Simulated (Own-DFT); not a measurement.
Simulation results for Hf$_{32}$O$_{63}$ (monoclinic hafnia with one vacancy, atoms displaced)

All values are calculated (Own-DFT development build). A calculation, not a measurement: plane-wave PBE density functional theory by an unreviewed code, no spin, of a simulated periodic cell, stress positive in tension, free energy of the whole cell less one offset for each atom, defect cell not probed for a lower state with spin; hafnium file: forces about 75 meV/angstrom off all-electron values; oxygen file: force components 24 meV/angstrom off all-electron in one glass; forces on such cells passed a denser k mesh, this cell's mesh not checked; offsets are fitted by least squares, one for each functional and potential file, so energies compare only between cells with the same atoms and settings and are not formation energies; the far tail of each file's local potential was reset to the Coulomb form; each entry is a single point on an unrelaxed cell, so the pressure reflects the starting lattice, mostly measured values, from which strain is counted, and rises with the displacements; printed positions are rounded, which can move forces by about a meV/angstrom; the program is a retired in-house code; no spin-orbit coupling; before rounding, a Quantum ESPRESSO 7.3.1 run of the same cell and cutoff gave forces within 1 meV/angstrom rms on each cell, which checks the program and not the settings.

Common to all runs: functional PBE; potential files PseudoDojo norm-conserving, scalar-relativistic, standard set; wave cutoff 72 hartree; occupations Fermi-Dirac; smearing width 0.1 eV; k mesh 2 x 2 x 2 centred on Gamma.

(1) Hf$_{32}$O$_{63}$ (monoclinic hafnia with one vacancy, atoms displaced)

```
Hf32O63
1.0
     10.2340     0.0000     0.0000
      0.0000    10.3500     0.0000
     -1.6955     0.0000    10.4453
Hf O Hf O Hf O Hf O Hf O Hf O Hf O Hf O
4 8 4 8 4 8 4 8 4 8 4 8 4 7 4 8
Direct
  0.13747 0.01700 0.10813
  0.35696 0.27047 0.14238
  0.36091 0.48389 0.39458
  0.13801 0.23182 0.35285
  0.03619 0.16625 0.17743
  0.46312 0.41166 0.07979
  0.46467 0.33065 0.32717
  0.03536 0.08371 0.42487
  0.22569 0.37978 0.23865
  0.27635 0.13128 0.01274
  0.28003 0.13218 0.26242
  0.22386 0.36802 0.48971
  0.14181 0.01725 0.60510
  0.36444 0.26982 0.64449
  0.35911 0.47887 0.89536
  0.13937 0.23067 0.85185
  0.03810 0.16527 0.67021
  0.46319 0.42019 0.57944
  0.46354 0.34056 0.82526
  0.04008 0.08007 0.93312
  0.22316 0.37798 0.73889
  0.27529 0.12404 0.50848
  0.27689 0.11300 0.75907
  0.22587 0.37087 0.98890
  0.14016 0.52229 0.10024
  0.36276 0.77419 0.14839
  0.35918 0.98362 0.39589
  0.13831 0.73059 0.36220
  0.03424 0.66870 0.17535
  0.46420 0.91302 0.07884
  0.46247 0.83181 0.32610
  0.03678 0.58103 0.42035
  0.22217 0.88007 0.24048
  0.27577 0.62866 0.01044
  0.27681 0.61989 0.26653
  0.22337 0.86700 0.49220
  0.13812 0.51614 0.60005
  0.35985 0.77014 0.64394
  0.36211 0.98127 0.89471
  0.14038 0.72961 0.85563
  0.03167 0.67022 0.67459
  0.46421 0.91510 0.58013
  0.46201 0.83533 0.82488
  0.03470 0.58988 0.92273
  0.22347 0.88137 0.74111
  0.27177 0.62496 0.50969
  0.27392 0.61600 0.75870
  0.22052 0.87243 0.99512
  0.63599 0.02057 0.10471
  0.85755 0.27295 0.14619
  0.86194 0.48120 0.39688
  0.63870 0.22781 0.35232
  0.53405 0.16672 0.17437
  0.96180 0.41361 0.08018
  0.96213 0.33836 0.32754
  0.53865 0.08445 0.42624
  0.72616 0.37620 0.24028
  0.77501 0.13202 0.00790
  0.77745 0.12205 0.26492
  0.72310 0.37403 0.49684
  0.64430 0.01696 0.60833
  0.86288 0.27044 0.64376
  0.86043 0.48417 0.89566
  0.63528 0.23030 0.85695
  0.53428 0.16304 0.67585
  0.96733 0.41430 0.57375
  0.96163 0.33553 0.82416
  0.53545 0.08727 0.92131
  0.72697 0.37904 0.73760
  0.77545 0.12781 0.51402
  0.76971 0.12295 0.75645
  0.72549 0.37032 0.98914
  0.63868 0.52191 0.10607
  0.86303 0.77233 0.14871
  0.86335 0.98160 0.39646
  0.63909 0.73115 0.35084
  0.53657 0.66578 0.17865
  0.96326 0.91639 0.07565
  0.96420 0.83482 0.32806
  0.53916 0.58371 0.42033
  0.72899 0.88148 0.23595
  0.77258 0.62819 0.00752
  0.72553 0.87522 0.49049
  0.63633 0.51704 0.60201
  0.86441 0.77069 0.64856
  0.86622 0.98112 0.89708
  0.63891 0.72908 0.85477
  0.53964 0.66692 0.67342
  0.95891 0.91930 0.57742
  0.96270 0.83255 0.83018
  0.53806 0.58446 0.92241
  0.72567 0.88012 0.73878
  0.77470 0.62532 0.50683
  0.77574 0.62137 0.75916
  0.72364 0.86793 0.99056
```

Results for Hf$_{32}$O$_{63}$ (monoclinic hafnia with one vacancy, atoms displaced): free energy of cell above offsets -94.730 eV; pressure 3.73 GPa; stress xx -3.36 GPa; stress yy -3.82 GPa; stress zz -4 GPa; stress yz 0.43 GPa; stress xz -0.01 GPa; stress xy -0.12 GPa.

Force:
| element | x (eV/Å) | y (eV/Å) | z (eV/Å) |
| --- | --- | --- | --- |
| Hf | -0.154 | 1.123 | -0.017 |
| Hf | 0.726 | 0.182 | 1.148 |
| Hf | 1.116 | -1.343 | -0.122 |
| Hf | -0.704 | -0.223 | -0.008 |
| O | -0.319 | -0.091 | -0.295 |
| O | 0.779 | 1.088 | -0.508 |
| O | -0.172 | 0.674 | 0.412 |
| O | 0.314 | 0.173 | -0.198 |
| O | -0.436 | 0.463 | -0.209 |
| O | 0.044 | -0.585 | -0.662 |
| O | -0.232 | -1.525 | 0.279 |
| O | 0.134 | 0.341 | 0.101 |
| Hf | -1.139 | 0.538 | -0.316 |
| Hf | 0.395 | -0.063 | 0.046 |
| Hf | 0.994 | 0.331 | 0.185 |
| Hf | -0.915 | -0.467 | 0.07 |
| O | -0.035 | 0.138 | 0.585 |
| O | -0.447 | -0.367 | -0.148 |
| O | 0.269 | -0.718 | -0.09 |
| O | -0.082 | 0.921 | -1.573 |
| O | -0.059 | -0.51 | 0.066 |
| O | 0.125 | 0.348 | 0.364 |
| O | -0.068 | 1.281 | 0.075 |
| O | -0.695 | 0.239 | -0.387 |
| Hf | -1.208 | -0.058 | 1.247 |
| Hf | -0.203 | -0.725 | 0.185 |
| Hf | 1.431 | 0.009 | 0.362 |
| Hf | -0.284 | -0.599 | -1.695 |
| O | 0.508 | -0.55 | -0.193 |
| O | 0.55 | 0.704 | -0.355 |
| O | -0.173 | 0.678 | 0.313 |
| O | -0.314 | 0.203 | 0.148 |
| O | 0.118 | -0.017 | 0.679 |
| O | 0.222 | 0.219 | 0.172 |
| O | -0.286 | 0.766 | -0.886 |
| O | 0.069 | 0.438 | 0.006 |
| Hf | -0.523 | 0.4 | 0.791 |
| Hf | 1.228 | -0.188 | 0.724 |
| Hf | -0.002 | -0.535 | 0.416 |
| Hf | -0.298 | 0.429 | -0.384 |
| O | 1.265 | -0.978 | -0.341 |
| O | -0.211 | 0.102 | -0.48 |
| O | 0.121 | -0.13 | 0.324 |
| O | -0.303 | -0.758 | 0.319 |
| O | -0.098 | -0.898 | 0.108 |
| O | 0.507 | 0.447 | 0.341 |
| O | -0.1 | 0.58 | 0.053 |
| O | 0.505 | -0.24 | -0.623 |
| Hf | 0.378 | 0.324 | -0.151 |
| Hf | 0.931 | -0.488 | -0.008 |
| Hf | -0.671 | -0.16 | -0.213 |
| Hf | -0.831 | 0.432 | 0.924 |
| O | 0.388 | -0.61 | -0.441 |
| O | 1.125 | 1.04 | -0.579 |
| O | 0.733 | -0.67 | -0.013 |
| O | -0.82 | -0.532 | -0.381 |
| O | -0.491 | 1.154 | -0.019 |
| O | -0.126 | -0.536 | 0.49 |
| O | -0.093 | -0.04 | -0.678 |
| O | 0.426 | -0.792 | -1.234 |
| Hf | -0.849 | 0.587 | -0.717 |
| Hf | -0.541 | 0.026 | 0.254 |
| Hf | -0.132 | -0.901 | -0.158 |
| Hf | 0.879 | 0.448 | -0.949 |
| O | -0.611 | 0.445 | -0.196 |
| O | 0.016 | 0.111 | 0.205 |
| O | 1.059 | -0.38 | 0.515 |
| O | -0.842 | -0.868 | 0.577 |
| O | -0.425 | 0.093 | 0.455 |
| O | 0.423 | 0.33 | -0.376 |
| O | 0.795 | -0.185 | 0.949 |
| O | -0.381 | 0.418 | 0.053 |
| Hf | -0.457 | -0.373 | -0.246 |
| Hf | 0.103 | -0.503 | -0.74 |
| Hf | -0.245 | 0.03 | 0.379 |
| Hf | 0.187 | -0.324 | 1.173 |
| O | -0.023 | -0.246 | -0.955 |
| O | 0.035 | 0.016 | 0.502 |
| O | 0.296 | -0.243 | 0.251 |
| O | -0.777 | -0.248 | -0.081 |
| O | -0.663 | -0.199 | 0.479 |
| O | 0.48 | 0.08 | 1.044 |
| O | -0.253 | -0.654 | -0.504 |
| Hf | 0.459 | 0.678 | 0.451 |
| Hf | -0.842 | -0.041 | -0.664 |
| Hf | -0.778 | 0.029 | -0.13 |
| Hf | -0.214 | 0.106 | -0.477 |
| O | -0.994 | 0.392 | -0.287 |
| O | 1.104 | 0.128 | 0.468 |
| O | 0.538 | -0.002 | 0.056 |
| O | -0.969 | -0.365 | 0.273 |
| O | -0.002 | -0.313 | 0.598 |
| O | 0.492 | 0.864 | -0.021 |
| O | 0.165 | 0.032 | 0.247 |
| O | 0.054 | 0.659 | -0.157 |

(2) Hf$_{32}$O$_{63}$ (monoclinic hafnia with one vacancy, atoms displaced)

```
Hf32O63
1.0
     10.2340     0.0000     0.0000
      0.0000    10.3500     0.0000
     -1.6955     0.0000    10.4453
Hf O Hf O Hf O Hf O Hf O Hf O Hf O Hf O
4 8 4 8 4 8 4 8 4 8 4 8 4 8 4 7
Direct
  0.13955 0.02060 0.10345
  0.36222 0.27191 0.14885
  0.36372 0.48081 0.39651
  0.13338 0.23427 0.35109
  0.04283 0.16695 0.17436
  0.46424 0.41641 0.07150
  0.46084 0.33519 0.32241
  0.03827 0.08475 0.42065
  0.22478 0.37911 0.23627
  0.27477 0.12871 0.01037
  0.27056 0.12300 0.26073
  0.22054 0.37230 0.48084
  0.14119 0.01671 0.60105
  0.35956 0.26714 0.64865
  0.36260 0.48137 0.89689
  0.13752 0.23462 0.85253
  0.03523 0.16712 0.67564
  0.45964 0.41733 0.57389
  0.46845 0.33457 0.83149
  0.03618 0.08154 0.92795
  0.22499 0.38226 0.73400
  0.27462 0.12653 0.51077
  0.28119 0.12268 0.75864
  0.22282 0.36880 0.99069
  0.14118 0.52718 0.10678
  0.36398 0.76989 0.14743
  0.35841 0.98372 0.39784
  0.14170 0.73185 0.35184
  0.03742 0.66564 0.17368
  0.46395 0.91636 0.07503
  0.46286 0.83035 0.32753
  0.03979 0.58646 0.42357
  0.22375 0.87961 0.23898
  0.27535 0.63175 0.00909
  0.27861 0.62034 0.26171
  0.22459 0.87163 0.49219
  0.13566 0.52367 0.60204
  0.36257 0.76782 0.64111
  0.37056 0.98259 0.89989
  0.14027 0.72765 0.85330
  0.03573 0.66801 0.66855
  0.45912 0.90863 0.57956
  0.46339 0.83830 0.82085
  0.03776 0.58368 0.91994
  0.22643 0.88029 0.74073
  0.28046 0.62807 0.51128
  0.27404 0.62290 0.75802
  0.22044 0.87298 0.98635
  0.64136 0.02027 0.10467
  0.86134 0.26905 0.14633
  0.85992 0.48199 0.39787
  0.63120 0.22903 0.35601
  0.53866 0.16423 0.17266
  0.96455 0.41370 0.07781
  0.96221 0.33604 0.32557
  0.53523 0.08543 0.42443
  0.72001 0.38144 0.24278
  0.77279 0.12747 0.01217
  0.77808 0.11885 0.25745
  0.71948 0.37215 0.48910
  0.63648 0.02262 0.59809
  0.86433 0.26591 0.65181
  0.86139 0.47700 0.89777
  0.64139 0.23082 0.85503
  0.53309 0.16812 0.67546
  0.96570 0.41442 0.57750
  0.96153 0.33306 0.82721
  0.54132 0.08014 0.92719
  0.72545 0.38185 0.73670
  0.77696 0.13096 0.50626
  0.77530 0.11996 0.76161
  0.72907 0.36863 0.99333
  0.63923 0.52100 0.09926
  0.86590 0.77212 0.14558
  0.85652 0.97754 0.39534
  0.63417 0.73163 0.35203
  0.53972 0.66823 0.17805
  0.96336 0.91189 0.07760
  0.96320 0.83603 0.32522
  0.53744 0.58566 0.42306
  0.72576 0.87770 0.23647
  0.77672 0.62921 0.00377
  0.77529 0.62629 0.25976
  0.72469 0.87173 0.48657
  0.63901 0.52090 0.60986
  0.86394 0.77079 0.64391
  0.86281 0.98198 0.89710
  0.63341 0.73018 0.84983
  0.53787 0.66557 0.67202
  0.96043 0.91197 0.57807
  0.96640 0.83803 0.82847
  0.53849 0.58433 0.92690
  0.77505 0.63141 0.50858
  0.77977 0.62249 0.75870
  0.72611 0.86995 0.98745
```

The calculation gives: free energy of cell above offsets -94.433 eV; pressure 4.3 GPa; stress xx -4.31 GPa; stress yy -3.81 GPa; stress zz -4.8 GPa; stress yz 0.16 GPa; stress xz -0.22 GPa; stress xy 0.17 GPa.

Force:
| element | x (eV/Å) | y (eV/Å) | z (eV/Å) |
| --- | --- | --- | --- |
| Hf | -0.175 | -0.108 | -0.249 |
| Hf | -0.236 | -0.348 | -1.24 |
| Hf | -0.123 | -0.132 | 0.252 |
| Hf | 0.108 | -0.444 | 0.466 |
| O | -1.603 | 0.485 | -0.768 |
| O | 0.102 | -0.027 | 0.695 |
| O | 0.637 | -0.318 | 0.567 |
| O | -0.79 | -0.639 | 0.412 |
| O | -0.133 | 0.526 | -0.084 |
| O | 0.405 | 0.223 | 0.05 |
| O | 1.211 | -0.358 | 0.325 |
| O | 0.176 | 0.075 | 0.804 |
| Hf | -1.063 | 0.263 | 0.776 |
| Hf | 0.231 | 0.833 | -0.655 |
| Hf | -0.227 | -0.474 | -0.435 |
| Hf | 0.197 | -1.269 | 0.608 |
| O | 0.427 | -0.587 | -0.23 |
| O | 0.509 | -0.189 | 0.758 |
| O | -0.158 | 0.068 | -0.297 |
| O | 0.135 | 1.052 | -0.774 |
| O | -0.108 | -0.472 | 0.845 |
| O | 0.571 | 0.209 | 0.066 |
| O | -0.513 | 0.164 | 0.331 |
| O | 0.29 | 0.641 | -0.418 |
| Hf | -0.55 | -1.572 | -0.746 |
| Hf | 0.099 | 0.523 | -0.451 |
| Hf | -0.074 | -0.635 | -0.541 |
| Hf | -0.854 | -0.128 | 0.546 |
| O | -0.062 | 0.199 | 0.086 |
| O | 0.178 | -0.344 | 0.651 |
| O | -0.694 | 1.14 | 0.298 |
| O | -0.537 | -0.068 | -0.461 |
| O | 0.246 | -0.195 | 0.337 |
| O | 0.427 | -0.294 | 0.357 |
| O | -0.077 | 0.461 | -0.368 |
| O | -0.298 | -0.179 | -0.764 |
| Hf | 0.24 | -0.348 | -0.202 |
| Hf | -1.143 | -0.127 | 1.186 |
| Hf | -1.657 | -0.386 | -0.891 |
| Hf | -0.563 | 1.304 | -0.304 |
| O | 0.059 | -0.014 | 0.436 |
| O | 2.061 | 2.154 | -1.058 |
| O | 0.857 | -0.644 | 0.519 |
| O | -0.446 | -0.534 | 0.378 |
| O | -0.127 | -0.031 | -0.537 |
| O | -0.217 | 0.12 | -0.507 |
| O | 0.462 | -0.338 | 0.463 |
| O | 0.503 | -0.284 | 0.484 |
| Hf | 0.107 | -0.39 | 0.317 |
| Hf | 0.336 | 0.15 | 0.627 |
| Hf | -0.284 | -0.016 | -0.251 |
| Hf | 1.796 | 1.195 | -0.792 |
| O | -0.777 | 0.456 | 0.275 |
| O | 0.612 | 0.595 | -0.077 |
| O | -0.126 | 0.072 | -0.026 |
| O | -1.039 | -0.797 | -0.098 |
| O | 0.272 | -0.195 | -0.485 |
| O | 0.707 | 0.418 | -0.247 |
| O | -0.27 | 0.222 | 0.506 |
| O | 0.186 | -0.098 | 0.177 |
| Hf | 0.097 | -0.444 | 1.493 |
| Hf | 0.004 | 0.829 | -1.655 |
| Hf | 0.561 | 1.337 | 0.029 |
| Hf | -0.803 | -0.393 | 0.094 |
| O | 0.67 | -0.608 | -0.305 |
| O | -0.252 | -0.004 | 0.009 |
| O | 0.542 | -0.329 | 0.332 |
| O | 0.085 | 0.858 | -0.838 |
| O | -0.319 | -0.689 | 1.052 |
| O | -0.413 | -0.287 | 0.57 |
| O | -0.232 | -0.115 | -0.468 |
| O | -0.55 | 0.043 | -0.548 |
| Hf | 0.321 | 0.25 | 1.562 |
| Hf | -1.055 | -0.605 | -0.209 |
| Hf | 1.341 | 0.425 | -0.339 |
| Hf | 1.047 | -0.787 | 0.64 |
| O | -0.787 | -0.38 | -1.365 |
| O | 0.926 | 0.978 | 0.005 |
| O | 0.797 | -0.301 | 0.328 |
| O | -0.497 | -0.424 | 0.192 |
| O | -0.372 | 0.285 | 0.217 |
| O | -0.051 | -0.202 | 0.63 |
| O | 0.431 | -0.731 | -0.043 |
| O | -0.801 | 0.392 | 0.479 |
| Hf | 0.391 | -0.076 | -1.791 |
| Hf | -0.839 | -0.082 | 0.626 |
| Hf | 0.293 | -1.148 | -0.257 |
| Hf | 1.13 | 0.586 | 0.542 |
| O | -0.51 | 0.234 | 0.24 |
| O | 1.371 | 1.472 | -0.61 |
| O | -0.185 | -0.374 | -0.314 |
| O | -0.732 | 0.129 | -0.898 |
| O | 0.036 | -0.346 | 0.262 |
| O | -0.463 | -0.084 | 0.256 |
| O | -0.407 | 0.023 | -0.554 |

(3) Hf$_{32}$O$_{63}$ (monoclinic hafnia with one vacancy, atoms displaced)

```
Hf32O63
1.0
     10.2340     0.0000     0.0000
      0.0000    10.3500     0.0000
     -1.6955     0.0000    10.4453
Hf O Hf O Hf O Hf O Hf O Hf O Hf O Hf O
4 8 4 8 4 8 4 8 4 8 4 8 4 7 4 8
Direct
  0.12124 0.01793 0.11217
  0.36034 0.27243 0.14847
  0.36907 0.47225 0.39808
  0.14631 0.23221 0.34630
  0.04586 0.16865 0.15910
  0.45292 0.42135 0.07760
  0.45419 0.33193 0.31252
  0.04804 0.08729 0.43497
  0.22496 0.38207 0.24918
  0.28481 0.12729 0.00913
  0.28442 0.11924 0.26351
  0.21572 0.37443 0.47369
  0.13259 0.02139 0.58681
  0.35721 0.27359 0.64934
  0.36223 0.48198 0.90613
  0.13580 0.21644 0.83797
  0.03678 0.17105 0.66577
  0.46251 0.40158 0.57214
  0.47535 0.34477 0.81924
  0.03735 0.08528 0.93501
  0.21666 0.36417 0.74416
  0.27344 0.12859 0.52518
  0.27924 0.12598 0.75180
  0.22061 0.37352 0.98159
  0.14319 0.51815 0.10335
  0.36775 0.76560 0.14612
  0.36432 0.98048 0.40837
  0.13297 0.72595 0.36146
  0.04148 0.66732 0.17445
  0.47513 0.92244 0.08187
  0.45847 0.83043 0.33621
  0.04052 0.58593 0.43890
  0.21335 0.88159 0.23568
  0.26990 0.63424 0.00918
  0.28137 0.62665 0.25384
  0.22508 0.87183 0.48207
  0.14273 0.51918 0.59772
  0.35669 0.76346 0.63421
  0.36391 0.97771 0.91072
  0.14316 0.73617 0.87063
  0.04559 0.66349 0.66734
  0.46447 0.91538 0.58831
  0.46926 0.83819 0.82712
  0.03342 0.58024 0.91440
  0.21383 0.89531 0.74148
  0.27097 0.61412 0.50122
  0.27273 0.62873 0.76694
  0.22718 0.85653 0.00167
  0.64849 0.01928 0.09688
  0.86513 0.26654 0.15717
  0.85865 0.48809 0.38779
  0.64711 0.22882 0.35932
  0.52253 0.16399 0.16538
  0.95629 0.41764 0.07409
  0.96089 0.32034 0.34555
  0.54855 0.07641 0.43720
  0.72860 0.38759 0.23841
  0.77758 0.13674 0.00655
  0.77161 0.12568 0.26228
  0.71944 0.36225 0.48453
  0.64560 0.02850 0.60559
  0.85339 0.25827 0.65357
  0.86839 0.47296 0.89404
  0.65356 0.23024 0.86591
  0.53214 0.16462 0.66644
  0.96260 0.41964 0.59301
  0.97360 0.34584 0.81809
  0.52602 0.08910 0.91804
  0.73016 0.37576 0.74130
  0.76819 0.12982 0.51197
  0.77135 0.13443 0.75536
  0.71541 0.37671 0.98876
  0.64737 0.51812 0.09615
  0.85874 0.79732 0.12902
  0.86723 0.98241 0.40773
  0.63084 0.72984 0.35514
  0.52375 0.66068 0.17457
  0.97722 0.89769 0.08057
  0.96249 0.83177 0.32698
  0.53933 0.58481 0.43184
  0.73117 0.88181 0.23546
  0.78164 0.63903 0.25538
  0.71667 0.86953 0.49134
  0.62574 0.51888 0.60056
  0.86630 0.76710 0.65292
  0.86201 0.98617 0.90385
  0.63731 0.73440 0.86741
  0.54174 0.68167 0.68542
  0.96614 0.90532 0.58377
  0.95825 0.83443 0.82475
  0.53357 0.57957 0.92017
  0.72458 0.88207 0.74827
  0.78706 0.62844 0.50721
  0.77899 0.63006 0.77114
  0.72558 0.86567 0.98916
```

It finds free energy of cell above offsets -80.391 eV; pressure 7.69 GPa; stress xx -7.21 GPa; stress yy -7.34 GPa; stress zz -8.5 GPa; stress yz 0.99 GPa; stress xz -0.27 GPa; stress xy -2.25 GPa.

Force:
| element | x (eV/Å) | y (eV/Å) | z (eV/Å) |
| --- | --- | --- | --- |
| Hf | 7.507 | -1.423 | -0.436 |
| Hf | -0.405 | -1.526 | -3.104 |
| Hf | -1.55 | 0.86 | -1.755 |
| Hf | 0.016 | 0.138 | 1.96 |
| O | -3.276 | 3.32 | 2.401 |
| O | 1.693 | 0.456 | 0.652 |
| O | 2.629 | 0.149 | 3.182 |
| O | -3.501 | 0.561 | -5.624 |
| O | -0.771 | 0.17 | -1.788 |
| O | -1.451 | -0.383 | 0.113 |
| O | -1.009 | 0.333 | 0.723 |
| O | 0.714 | -0.66 | 1.534 |
| Hf | 2.297 | -1.685 | 7.522 |
| Hf | 0.081 | -2.033 | 1.946 |
| Hf | -0.208 | -1.049 | -2.636 |
| Hf | 1.642 | 1.866 | 1.961 |
| O | -1.294 | -1.273 | -0.255 |
| O | 1.587 | 2.299 | -1.008 |
| O | -0.342 | -0.095 | 0.642 |
| O | -1.784 | -0.935 | -1.318 |
| O | 1.316 | 2.16 | -1.397 |
| O | 1.634 | 0.554 | -3.054 |
| O | -0.413 | -0.807 | 1.518 |
| O | -0.786 | -0.443 | 1.464 |
| Hf | -0.941 | 1.106 | -0.204 |
| Hf | -2.315 | 1.573 | 1.041 |
| Hf | 1.052 | 0.277 | -1.042 |
| Hf | 0.562 | 0.343 | -3.381 |
| O | -0.61 | -0.478 | -0.258 |
| O | 0.12 | -1.112 | 0.378 |
| O | 0.359 | -0.014 | -0.315 |
| O | -2.137 | -0.335 | -3.052 |
| O | 0.613 | -0.182 | 1.146 |
| O | 0.756 | -1.536 | 0.633 |
| O | -0.214 | -1.147 | 1.151 |
| O | -0.424 | -0.772 | 0.873 |
| Hf | -2.92 | -1.756 | 4.014 |
| Hf | 0.496 | 1.533 | 3.506 |
| Hf | -0.321 | 0.606 | -2.757 |
| Hf | -0.909 | -1.266 | -4.406 |
| O | -1.356 | 1.526 | 0.625 |
| O | -0.265 | 0.02 | -1.045 |
| O | -1.145 | 0.088 | 0.819 |
| O | 0.293 | 0.571 | 1.162 |
| O | 0.726 | -1.801 | 0.678 |
| O | 2.124 | 2.062 | 0.791 |
| O | 1.148 | -0.503 | -0.502 |
| O | 0.471 | 2.695 | 0.027 |
| Hf | -4.859 | 1.298 | 1.643 |
| Hf | 0.67 | 2.313 | -0.202 |
| Hf | 0.814 | 0.271 | 2.73 |
| Hf | -3.222 | -0.493 | -1.596 |
| O | 2.76 | -0.572 | 0.771 |
| O | 0.186 | -0.825 | 1.524 |
| O | 0.292 | -0.121 | -1.891 |
| O | -1.473 | 1.178 | -3.077 |
| O | 0.09 | -0.879 | 0.204 |
| O | 1.193 | -1.154 | 1.44 |
| O | 1.107 | -0.567 | -0.356 |
| O | 0.089 | 1.64 | 0.6 |
| Hf | -3.218 | -2.788 | 2.362 |
| Hf | 3.482 | 5.379 | -2.385 |
| Hf | 0.203 | 1.871 | -1.325 |
| Hf | -5.411 | 1.597 | -3.763 |
| O | 0.493 | 0.403 | 0.838 |
| O | -0.353 | -0.179 | -1.927 |
| O | -0.324 | -2.115 | 0.787 |
| O | 2.535 | 0.426 | 0.674 |
| O | -0.966 | 0.63 | -0.085 |
| O | 2.754 | -0.323 | -0.636 |
| O | 0.721 | -2.978 | 2.676 |
| O | 0.799 | -0.556 | 0.575 |
| Hf | -1.698 | 2.052 | 0.754 |
| Hf | -3.75 | -10.66 | 6.695 |
| Hf | -0.456 | -2.504 | -0.817 |
| Hf | 1.775 | 0.661 | -0.36 |
| O | 2.481 | -0.944 | 0.315 |
| O | 2.926 | 4.833 | -3.67 |
| O | -0.25 | 1.671 | 0.788 |
| O | -0.692 | -0.284 | -0.549 |
| O | -0.917 | 1.559 | 0.123 |
| O | -0.82 | -1.758 | -0.117 |
| O | 1.054 | 0.265 | -0.402 |
| Hf | 1.946 | 0.699 | 2.908 |
| Hf | -0.508 | -1.887 | 0.006 |
| Hf | 1.358 | -1.734 | -4.053 |
| Hf | -0.759 | -1.81 | -3.063 |
| O | -0.221 | -2.551 | -2.717 |
| O | 0.112 | 2.085 | -1.989 |
| O | 0.585 | 0.994 | 2.141 |
| O | 1.031 | 0.814 | 0.854 |
| O | 0.451 | 1.392 | 0.016 |
| O | -1.523 | -0.596 | -0.02 |
| O | -0.366 | -1.107 | 0.1 |
| O | 0.391 | 3.302 | 0.349 |
